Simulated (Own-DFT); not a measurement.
Simulation results for Al32O47 (corundum with one vacancy, atoms displaced), Al31GaO48 (corundum with substituted atoms, atoms displaced)

Computed with Own-DFT development build. A calculation, not a measurement: plane-wave PBE density functional theory by an unreviewed code, no spin, of a simulated periodic cell, stress positive in tension, free energy of the whole cell less one offset for each atom, defect cell not probed for a lower state with spin; oxygen file: force components 24 meV/angstrom off all-electron in one glass; forces on such cells passed a denser k mesh, this cell's mesh not checked; offsets are fitted by least squares, one for each functional and potential file, so energies compare only between cells with the same atoms and settings and are not formation energies; the far tail of each file's local potential was reset to the Coulomb form; each entry is a single point on an unrelaxed cell, so the pressure reflects the starting lattice, mostly measured values, from which strain is counted, and rises with the displacements; printed positions are rounded, which can move forces by about a meV/angstrom; the program is a retired in-house code; no spin-orbit coupling; before rounding, a Quantum ESPRESSO 7.3.1 run of the same cell and cutoff gave forces within 1 meV/angstrom rms on each cell, which checks the program and not the settings.

Settings shared by all entries: functional PBE; potential files PseudoDojo norm-conserving, scalar-relativistic, standard set; wave cutoff 72 hartree; occupations Fermi-Dirac; smearing width 0.1 eV; k mesh 3 x 3 x 3 centred on Gamma.

(1) Al32O47 (corundum with one vacancy, atoms displaced)

```xyz
79
Lattice="5.4940 0.0000 8.6604 -2.7470 4.7579 8.6604 -2.7470 -4.7579 8.6604" Properties=species:S:1:pos:R:3 Al32O47
Al     0.0314    -0.0110     4.5463
Al     0.0202     0.0618     8.4551
Al    -0.0307     0.0534    11.0354
Al    -0.0053     0.0024     1.9943
O     -0.1095     1.6284     7.6125
O      1.4906    -0.7413     7.5937
O     -1.3786    -0.8710     7.5082
O      0.0960    -1.6621     5.3938
O     -1.4732     0.7262     5.4009
O      1.3629     0.9055     5.4606
Al    -1.4304    -2.3933     8.8588
Al    -1.3599    -2.3385    12.7444
Al    -1.3547    -2.3483    15.4394
Al    -1.3670    -2.4063     6.2527
O     -1.4636    -0.7527    11.8813
O      0.0985    -3.0927    11.9132
O     -2.7309    -3.2847    11.8984
O     -1.3013    -4.0424     9.8080
O     -2.8996    -1.6413     9.7357
O     -0.0039    -1.4491     9.7936
Al    -1.4072     2.3297     8.9091
Al    -1.3520     2.3449    12.7366
Al    -1.3708     2.3854    15.4213
Al    -1.3572     2.3490     6.2640
O     -1.4762     4.0331    11.8982
O      0.1514     1.6170    11.9068
O     -2.7389     1.4511    11.9280
O     -1.2588     0.7205     9.7532
O     -2.8440     3.0849     9.7531
O     -0.0263     3.3010     9.7456
Al    -2.7451     0.0430    13.2394
Al    -2.8169    -0.0224    17.1164
Al    -2.7216    -0.0356    19.7025
Al    -2.7468     0.0320    10.5664
O     -2.9179     1.6567    16.2150
O     -4.1424    -0.9347    16.1753
O     -2.6498    -1.5919    14.0273
O     -4.2918     0.7482    14.0288
O     -1.3236     0.9428    14.0572
Al     2.7731     0.0360     8.9279
Al     2.7612     0.0153    12.7403
Al     2.7767    -0.0237    15.4166
Al     2.7580     0.0031     6.2267
O      2.6693     1.6797    11.8927
O      4.2501    -0.6838    11.9307
O      1.3183    -0.9295    11.8786
O      2.8280    -1.6589     9.7648
O      1.2459     0.7602     9.8086
O      4.1376     0.8845     9.7077
Al     1.3456    -2.3007    13.2568
Al     1.3267    -2.3659    17.0686
Al     1.4038    -2.4130    19.7332
Al     1.3989    -2.4039    10.5255
O      1.2535    -0.7064    16.2185
O      2.8174    -3.0474    16.2161
O     -0.0241    -3.3279    16.1926
O      1.4913    -4.0574    14.1041
O     -0.1180    -1.6569    14.0709
O      2.7731    -1.4426    14.0767
Al     1.4285     2.3658    13.2195
Al     1.3740     2.4038    17.0898
Al     1.3722     2.4183    19.6854
Al     1.3753     2.3978    10.5772
O      1.2959     4.0094    16.2623
O      2.8094     1.6568    16.1557
O     -0.0063     1.4652    16.2147
O      1.4368     0.7124    14.1128
O     -0.1088     3.0815    14.0348
O      2.6771     3.3033    14.0929
Al    -0.0164    -0.0733    17.4747
Al     0.0022     0.0441    21.3331
Al     0.0471     0.0125    24.0030
Al     0.0598     0.0107    14.9226
O     -0.1364     1.6938    20.6033
O      1.5000    -0.6852    20.5479
O     -1.3139    -0.9223    20.5542
O      0.1177    -1.6529    18.3572
O     -1.4695     0.7599    18.4246
O      1.3979     0.9520    18.4181
```

- free energy of cell above offsets: -56.288 eV
- pressure: 7.23 GPa
- stress xx: -7.28 GPa
- stress yy: -7.37 GPa
- stress zz: -7.04 GPa
- stress yz: 0.76 GPa
- stress xz: 0.15 GPa
- stress xy: 0.2 GPa

Force:
```
element  x (eV/Å)  y (eV/Å)  z (eV/Å)
     Al         0     0.168     1.163
     Al     0.086    -2.129    -0.532
     Al     0.619    -1.831     0.965
     Al     0.295    -0.119    -0.965
      O    -0.247     1.068    -0.422
      O    -0.098     0.295     0.389
      O     1.135     -0.72     1.759
      O     0.317    -0.132     0.121
      O    -0.022     0.291    -0.164
      O    -0.427     0.528    -0.662
     Al     0.642      0.71     1.029
     Al    -0.018    -0.547    -0.034
     Al    -0.455     0.623    -0.468
     Al    -0.198      0.98    -0.717
      O    -0.552     1.005    -0.027
      O     0.129    -0.817    -0.031
      O    -0.017    -0.202     0.298
      O     0.616     0.391    -1.499
      O     0.374    -0.039    -0.329
      O    -0.677    -0.057    -1.651
     Al     0.037     0.719    -0.461
     Al     0.239     0.639     0.529
     Al    -0.134      0.11    -0.777
     Al    -0.539      0.62    -0.894
      O     0.093      -0.5     0.235
      O    -0.303     1.075     0.077
      O    -0.058     0.466    -0.525
      O     -0.27     0.418    -0.421
      O    -0.167     0.465     0.191
      O     0.117    -0.212    -0.055
     Al     0.021    -0.238    -0.323
     Al     0.843     0.158    -0.823
     Al    -0.262     1.294     1.159
     Al    -0.366    -0.898     0.786
      O     0.417    -0.571     0.547
      O     0.726     0.015     1.103
      O     0.046    -1.011     0.973
      O     1.023    -0.047     0.343
      O    -0.733    -0.739     0.387
     Al    -0.736     -1.09    -0.764
     Al    -0.706    -0.385     0.243
     Al    -0.609     0.651    -1.175
     Al     0.065    -0.756     0.157
      O    -0.197    -0.571      0.25
      O    -0.137    -0.731     -0.82
      O     1.227     0.807     0.838
      O     1.114      0.75    -0.641
      O     0.723    -0.303    -1.379
      O     0.148     0.751     0.755
     Al     0.665    -1.361    -0.903
     Al     0.501      -0.4    -0.228
     Al     0.119     1.218    -0.067
     Al    -1.266     0.986     1.856
      O    -0.007     -0.63     0.447
      O     0.342    -0.704     0.067
      O     0.707     0.405     1.255
      O    -0.161     1.088    -0.754
      O    -0.293     0.595     0.701
      O    -0.578     0.054    -0.244
     Al     -0.95     0.126     0.561
     Al     -0.22    -0.486    -0.591
     Al    -0.244     -0.69     1.162
     Al     0.279     0.078     0.334
      O    -0.382     0.686    -0.111
      O     0.676    -0.015     1.357
      O     0.002    -0.376      0.72
      O     1.852     0.546    -1.461
      O     0.069     0.608     0.301
      O     1.565    -0.203    -0.165
     Al     -0.49     1.683     0.823
     Al    -0.024    -0.175     1.017
     Al    -1.639    -0.303     0.083
     Al    -1.576    -0.099    -0.498
      O     0.643     0.219    -0.819
      O    -0.271    -0.648    -0.197
      O     -1.01    -0.205    -0.803
      O    -0.483    -0.434     0.279
      O    -0.212    -1.573    -1.014
      O    -0.737    -0.343    -0.847
```

(2) Al32O47 (corundum with one vacancy, atoms displaced)

```xyz
79
Lattice="5.4940 0.0000 8.6604 -2.7470 4.7579 8.6604 -2.7470 -4.7579 8.6604" Properties=species:S:1:pos:R:3 Al32O47
Al     0.0337    -0.0663     4.5413
Al     0.0124    -0.0294     8.3636
Al    -0.0903    -0.0749    11.0994
Al    -0.0467    -0.0350     1.8897
O     -0.0263     1.6146     7.6720
O      1.4474    -0.6350     7.4699
O     -1.3387    -0.8922     7.5040
O      0.1875    -1.7668     5.4094
O     -1.5519     0.7355     5.4977
O      1.4822     0.9146     5.4351
Al    -1.4395    -2.4998     8.9520
Al    -1.3870    -2.3921    12.6709
Al    -1.3980    -2.3347    15.3929
Al    -1.4582    -2.4358     6.2938
O     -1.5118    -0.7429    11.9287
O      0.2515    -3.1774    11.9781
O     -2.6796    -3.2500    11.9803
O     -1.1185    -4.0588     9.6981
O     -3.0787    -1.7534     9.7526
O      0.1448    -1.5005     9.7647
Al    -1.2999     2.4434     8.7952
Al    -1.3916     2.3677    12.6448
Al    -1.4256     2.3600    15.3906
Al    -1.3177     2.5161     6.2475
O     -1.4378     4.0436    11.8725
O      0.1188     1.8347    11.8882
O     -2.8048     1.4921    11.8801
O     -2.8444     3.1744     9.8810
O     -0.0639     3.3240     9.8242
Al    -2.8369     0.0291    13.2763
Al    -2.8165    -0.0397    17.0952
Al    -2.7186    -0.0292    19.7062
Al    -2.8138    -0.0919    10.5313
O     -2.8299     1.6378    16.3584
O     -1.3363    -0.7085    16.1855
O     -3.8574    -0.8929    16.1157
O     -2.5796    -1.5888    13.9873
O     -4.2335     0.7905    13.9918
O     -1.3660     0.9747    14.1284
Al     2.6081     0.0218     8.8224
Al     2.7073    -0.0052    12.7740
Al     2.7575     0.0257    15.4213
Al     2.6747     0.0573     6.1456
O      2.5975     1.6718    11.9400
O      4.2677    -0.6173    11.8580
O      1.4930    -0.9630    11.9043
O      2.8135    -1.7902     9.8569
O      1.3301     0.5562     9.7654
O      4.1904     0.9202     9.5665
Al     1.4214    -2.3052    13.3016
Al     1.3290    -2.4236    17.0142
Al     1.3535    -2.4541    19.6885
Al     1.2545    -2.3360    10.6558
O      1.1337    -0.7489    16.2402
O      2.6463    -3.2142    16.1480
O     -0.0102    -3.3427    16.2233
O      1.4807    -4.0491    14.0460
O     -0.0758    -1.6085    14.0913
O      2.8222    -1.4452    14.0556
Al     1.4445     2.4691    13.1534
Al     1.2320     2.4006    17.2122
Al     1.1834     2.2301    19.7654
Al     1.3546     2.3383    10.5339
O      1.1989     4.1078    16.1962
O      2.8570     1.6335    16.2160
O     -0.0022     1.4504    16.1508
O      1.5337     0.7846    13.9918
O     -0.1651     3.1795    14.0195
O      2.7807     3.2833    14.0363
Al     0.0428    -0.0032    17.6614
Al     0.0213    -0.0356    21.4839
Al     0.0249     0.0157    24.0382
Al    -0.1166    -0.0116    14.9442
O      0.0364     1.4934    20.7265
O      1.4959    -0.8024    20.6156
O     -1.3806    -0.9066    20.7407
O      0.1379    -1.6273    18.3619
O     -1.4337     0.7174    18.4090
O      1.3956     0.9802    18.4093
```

- free energy of cell above offsets: -46.687 eV
- pressure: 12.42 GPa
- stress xx: -11.47 GPa
- stress yy: -14.38 GPa
- stress zz: -11.42 GPa
- stress yz: 0.22 GPa
- stress xz: -1.22 GPa
- stress xy: 0.65 GPa

Force:
```
element  x (eV/Å)  y (eV/Å)  z (eV/Å)
     Al    -0.325     0.373     0.907
     Al    -0.566    -0.453     1.112
     Al     1.166     1.714    -0.813
     Al     0.523     1.149     1.098
      O    -0.624     1.547    -1.018
      O    -0.321    -1.711     1.103
      O    -0.814    -1.828      1.42
      O    -2.569     1.688    -0.303
      O     2.623     0.551    -1.197
      O    -4.714     2.828    -2.704
     Al     0.905     2.178    -0.529
     Al     2.169     0.379     2.224
     Al     1.356    -0.866     -0.36
     Al     1.806     1.375    -0.705
      O     0.385     0.027    -0.523
      O    -1.782     1.197    -0.687
      O    -1.996    -1.463     -2.28
      O    -3.147     0.198     1.467
      O     4.493     1.151    -1.252
      O    -4.705     1.098    -1.879
     Al    -2.127    -1.879     2.024
     Al     0.099     0.622     1.566
     Al     1.372     0.826    -0.712
     Al    -0.766    -3.278    -1.775
      O    -1.027     0.653     0.346
      O     0.039    -3.484    -1.485
      O     0.696    -1.266     0.247
      O     0.298    -2.835    -3.853
      O     1.126    -0.826    -1.488
     Al     2.426     0.737    -1.522
     Al     4.873     2.033     0.916
     Al      1.08     0.027     1.649
     Al     1.158     1.445      0.91
      O    -1.711     0.601    -1.205
      O    -0.008    -0.348     1.056
      O    -4.728    -1.087    -0.742
      O     -0.59    -1.543     1.765
      O    -0.476    -0.711     2.762
      O     -1.15    -1.553    -1.756
     Al     3.853    -1.189    -1.342
     Al     1.621     1.419     0.337
     Al    -1.079     0.507    -0.906
     Al     3.804     -2.85     1.829
      O     1.294    -0.303    -2.008
      O    -1.259    -0.765     1.053
      O    -1.991    -0.185     0.063
      O    -0.313     1.736    -1.381
      O    -2.318     3.013     1.787
      O    -0.971    -0.987     2.409
     Al    -0.273    -1.984    -0.098
     Al    -1.608     0.542     0.052
     Al    -0.786    -0.092      1.54
     Al     3.159    -3.006     0.598
      O     2.145     0.239    -0.171
      O     4.068     2.544     0.734
      O    -1.146       1.7    -0.172
      O     0.512     0.711     0.657
      O    -0.261    -0.515    -0.614
      O    -0.756    -0.113     0.471
     Al    -2.407    -1.785     2.299
     Al     1.757     0.666    -2.679
     Al     3.813     2.555     0.172
     Al     0.234    -0.193     0.603
      O       0.8    -2.277     1.172
      O     0.359     2.237     1.731
      O     0.254     0.629     1.862
      O     -1.48    -1.005     1.068
      O     0.859    -0.763     0.225
      O     1.214     1.154      1.76
     Al    -0.973     0.515     -1.86
     Al    -0.845    -0.758    -0.514
     Al    -2.308    -2.072    -0.879
     Al      1.91     1.123    -0.255
      O    -2.798     2.141    -0.916
      O    -0.096     0.318     -0.87
      O     0.104     1.293    -3.437
      O    -2.094    -1.422      1.37
      O    -0.294    -0.186     0.829
      O    -0.152    -1.862    -0.306
```

(3) Al31GaO48 (corundum with substituted atoms, atoms displaced)

```xyz
80
Lattice="5.4940 0.0000 8.6604 -2.7470 4.7579 8.6604 -2.7470 -4.7579 8.6604" Properties=species:S:1:pos:R:3 Al31GaO48
Al     0.0102    -0.0369     4.6016
Al     0.0199    -0.0035     8.4150
Al     0.0134     0.0025    11.0586
Al     0.0482     0.0084     1.9024
O     -0.1015     1.6486     7.6220
O      1.5406    -0.6722     7.5831
O     -1.3793    -0.9212     7.5336
O      0.1418    -1.6737     5.4023
O     -1.5250     0.7102     5.4067
O      1.3729     0.8800     5.4324
Al    -1.4075    -2.4274     8.8826
Al    -1.4045    -2.3902    12.6799
Al    -1.3486    -2.3717    15.4131
Al    -1.3650    -2.3551     6.2557
O     -1.4664    -0.7484    11.9517
O      0.1257    -3.1294    11.9148
O     -2.7297    -3.3403    11.9210
O     -1.2475    -4.0406     9.7334
O     -2.9161    -1.6498     9.7039
O      0.0068    -1.4736     9.6883
Al    -1.3559     2.3668     8.9071
Al    -1.4245     2.3397    12.7674
Al    -1.3434     2.4602    15.4195
Al    -1.3634     2.3768     6.2852
O     -1.5281     4.0226    11.8276
O      0.1203     1.6814    11.9315
O     -2.6913     1.4282    11.9198
O     -1.2720     0.6968     9.7824
O     -2.8409     3.1799     9.7503
O      0.0491     3.3222     9.7164
Al    -2.7607    -0.0061    13.2418
Al    -2.7904    -0.0103    17.0418
Al    -2.7580     0.0340    19.7497
Al    -2.7293    -0.0085    10.5841
O     -2.8466     1.6165    16.2404
O     -1.2317    -0.6396    16.2048
O     -4.0786    -0.9103    16.2381
O     -2.6372    -1.6644    14.0696
O     -4.2386     0.7753    14.0632
O     -1.3427     0.9029    14.1014
Al     2.7427    -0.0008     8.8556
Al     2.7872     0.0115    12.7516
Al     2.7310    -0.0290    15.4059
Al     2.7610     0.0188     6.2826
O      2.6912     1.6551    11.9590
O      4.2708    -0.7339    11.9057
O      1.3979    -0.9960    11.8789
O      2.8723    -1.6152     9.6948
O      1.2819     0.7150     9.7751
O      4.1007     0.9326     9.7550
Al     1.4220    -2.3882    13.2211
Al     1.3555    -2.3730    17.0686
Al     1.4047    -2.4491    19.6700
Al     1.3331    -2.3813    10.6288
O      1.2198    -0.7345    16.2551
O      2.8784    -3.0813    16.2380
O      0.0627    -3.2823    16.2680
O      1.4833    -4.0677    14.0430
O     -0.0647    -1.6575    14.0167
O      2.7683    -1.4243    13.9961
Al     1.3623     2.3881    13.2360
Al     1.3636     2.3577    17.0272
Ga     1.3838     2.3859    19.7144
Al     1.3714     2.3108    10.5599
O      1.2774     4.0214    16.2395
O      2.8633     1.6553    16.2293
O     -0.0112     1.4470    16.1785
O      1.4762     0.7451    14.0571
O     -0.1071     3.1035    14.0409
O      2.6879     3.2936    14.0739
Al     0.0459     0.0145    17.5667
Al    -0.0468    -0.0386    21.4260
Al     0.0132     0.0152    24.0312
Al    -0.0084     0.0001    14.9100
O     -0.0950     1.6939    20.5812
O      1.4844    -0.7348    20.5497
O     -1.3554    -0.9889    20.5322
O      0.1204    -1.6777    18.3906
O     -1.4848     0.7113    18.3922
O      1.3675     0.9218    18.3985
```

- free energy of cell above offsets: -56.714 eV
- pressure: 8.75 GPa
- stress xx: -8.43 GPa
- stress yy: -9.78 GPa
- stress zz: -8.03 GPa
- stress yz: -0.33 GPa
- stress xz: -0.5 GPa
- stress xy: -0.55 GPa

Force:
```
element  x (eV/Å)  y (eV/Å)  z (eV/Å)
     Al    -0.283     0.469    -0.774
     Al    -0.552    -0.407     0.306
     Al     0.001    -0.186     0.905
     Al    -0.966    -0.146     0.494
      O     0.249    -0.012    -0.434
      O    -0.953    -0.302      -0.2
      O     0.539      0.07     0.564
      O    -0.369     0.195      0.56
      O     1.184     0.439     0.584
      O     0.069     0.545     0.154
     Al     0.645     0.699     0.169
     Al     0.848    -0.044     1.399
     Al     0.089     0.644    -0.514
     Al      0.11    -0.203    -0.339
      O     0.012     0.337    -1.122
      O    -0.431     0.119      0.01
      O     -0.23       0.5    -0.537
      O    -0.227     0.532    -0.135
      O     1.378     0.022     0.246
      O    -0.363     0.157     0.284
     Al    -0.222     0.542     0.836
     Al     1.613     0.584    -0.193
     Al    -0.186    -1.791    -0.449
     Al    -0.444    -0.185    -0.933
      O     0.983    -0.462      1.34
      O    -0.199    -1.114    -0.771
      O    -0.247    -0.681    -0.147
      O     0.534      0.53    -0.846
      O     0.769    -1.341    -1.754
      O    -0.727    -0.801    -0.189
     Al     0.303    -0.014      0.06
     Al     2.092      0.26     0.989
     Al     0.802    -1.616    -0.727
     Al    -0.831    -0.365     0.521
      O    -0.215     1.276    -0.509
      O    -0.686    -1.845     0.045
      O    -1.296    -0.541    -0.893
      O    -0.038    -0.218     0.312
      O    -0.114    -0.688     0.066
      O    -1.139       0.4     -0.95
     Al     0.928         0     1.419
     Al    -0.548    -0.101    -0.433
     Al    -0.392     0.633    -0.684
     Al     0.374    -0.411    -1.127
      O     -0.39     -0.23    -0.772
      O    -0.338      1.43     0.848
      O    -0.382     1.597    -0.017
      O    -1.004    -0.507    -0.252
      O    -0.332    -0.602    -0.725
      O     0.602    -0.608    -0.355
     Al    -0.517     0.228     0.024
     Al     0.427     0.345      0.65
     Al    -0.915     1.116     1.073
     Al     1.082    -0.325    -1.394
      O     1.119       0.2    -0.666
      O     -0.57    -0.464    -0.367
      O    -1.329    -0.448    -1.134
      O     -0.05     0.669     0.363
      O    -0.619    -0.189     0.925
      O     0.215    -0.694     1.426
     Al    -0.091     -0.58     -0.58
     Al    -0.166     0.494     0.679
     Ga       0.2     0.198     0.401
     Al     0.428     1.941     0.775
      O     0.188     0.502    -0.514
      O     0.222    -0.185     0.271
      O     0.857     0.862     0.968
      O      0.07    -0.602     0.425
      O    -0.528     0.848     0.848
      O     1.457     0.363     0.813
     Al    -1.608     -0.47     0.186
     Al     0.759     0.076    -1.174
     Al    -0.026    -0.271     0.284
     Al     0.181     0.029    -0.501
      O    -1.263    -1.844     0.641
      O      0.11    -0.036     0.251
      O    -0.275     1.184     0.304
      O    -0.342     0.169    -0.083
      O     0.213     0.709     0.469
      O     0.748    -0.385    -0.695
```
